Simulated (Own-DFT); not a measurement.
# Which defects push the lattice out? 4H SiC

Calculated, not measured: single-point runs of Own-DFT, a retired in-house plane-wave DFT program that no person has reviewed, on unrelaxed cells, without spin or spin-orbit coupling.

Settings: PBE; PseudoDojo norm-conserving scalar-relativistic files; cutoff 42 hartree; 4 x 4 x 3 k mesh centred on Gamma; Fermi-Dirac smearing of 0.1 eV.

Caveats (not all hold for every row): a neutral cation vacancy leaves holes that likely carry spin, which these runs leave out; not probed for a lower state with spin; forces on such cells failed a check on a denser k mesh; forces on such cells passed a denser k mesh, each cell not checked; stress not checked against mesh or cutoff.

All runs share one cell, with vectors in Å (9.248, 0.000, 0.000); (-4.624, 8.009, 0.000); (0.000, 0.000, 10.068) and a volume of 745.7 Å³. The atoms are randomly displaced, by u rms on each axis. The defect's site can differ from row to row.

```
                                     cell     formula   u (Å)  P (GPa)
                                no defect     C36Si36  0.0284     3.66
                                no defect     C36Si36  0.0606     6.12
                                no defect     C36Si36  0.0613     6.20
                   two N on a C site each   C34N2Si36  0.0293     2.65
                   two N on a C site each   C34N2Si36  0.0309     2.79
                   two N on a C site each   C34N2Si36  0.0445     3.46
                            one C vacancy     C35Si36  0.0309     3.74
                            one C vacancy     C35Si36  0.0323     3.72
                            one C vacancy     C35Si36  0.0514     4.73
one Al on a Si site and one N on a C site  AlC35NSi35  0.0479     4.76
one Al on a Si site and one N on a C site  AlC35NSi35  0.0481     5.47
one Al on a Si site and one N on a C site  AlC35NSi35  0.0537     5.60
                           one Si vacancy     C36Si35  0.0288     3.14
                           one Si vacancy     C36Si35  0.0299     3.10
                           one Si vacancy     C36Si35  0.0300        ?
                           one Si vacancy     C36Si35  0.0300     2.95
```

## Working it out

P = P0 + c u² + a shift for each defect gives P0 = 3.15 GPa, c = 793 ± 70 GPa/Å² and a scatter of 0.20 GPa. The shifts, and each times the cell's volume:

- one Al on a Si site and one N on a C site: 0.14 ± 0.17 GPa, 0.7 eV (not resolved)
- one C vacancy: -0.32 ± 0.19 GPa, -1.5 eV (not resolved)
- one Si vacancy: -0.78 ± 0.21 GPa, -3.6 eV
- two N on a C site each: -1.19 ± 0.20 GPa, -5.5 eV (-2.8 eV for each of its 2 sites)

Against the defect-free cell, a freed cell would be larger where the shift is positive and smaller where it is negative (160.2 GPa Å³ is 1 eV). The atoms around the defects weren't relaxed, which would change these numbers.

## Check

Question: what pressure belongs in the blank (one Si vacancy, u = 0.0300 Å)?

Estimate: 3.08 ± 0.23 GPa. Computed: 3.11 GPa.
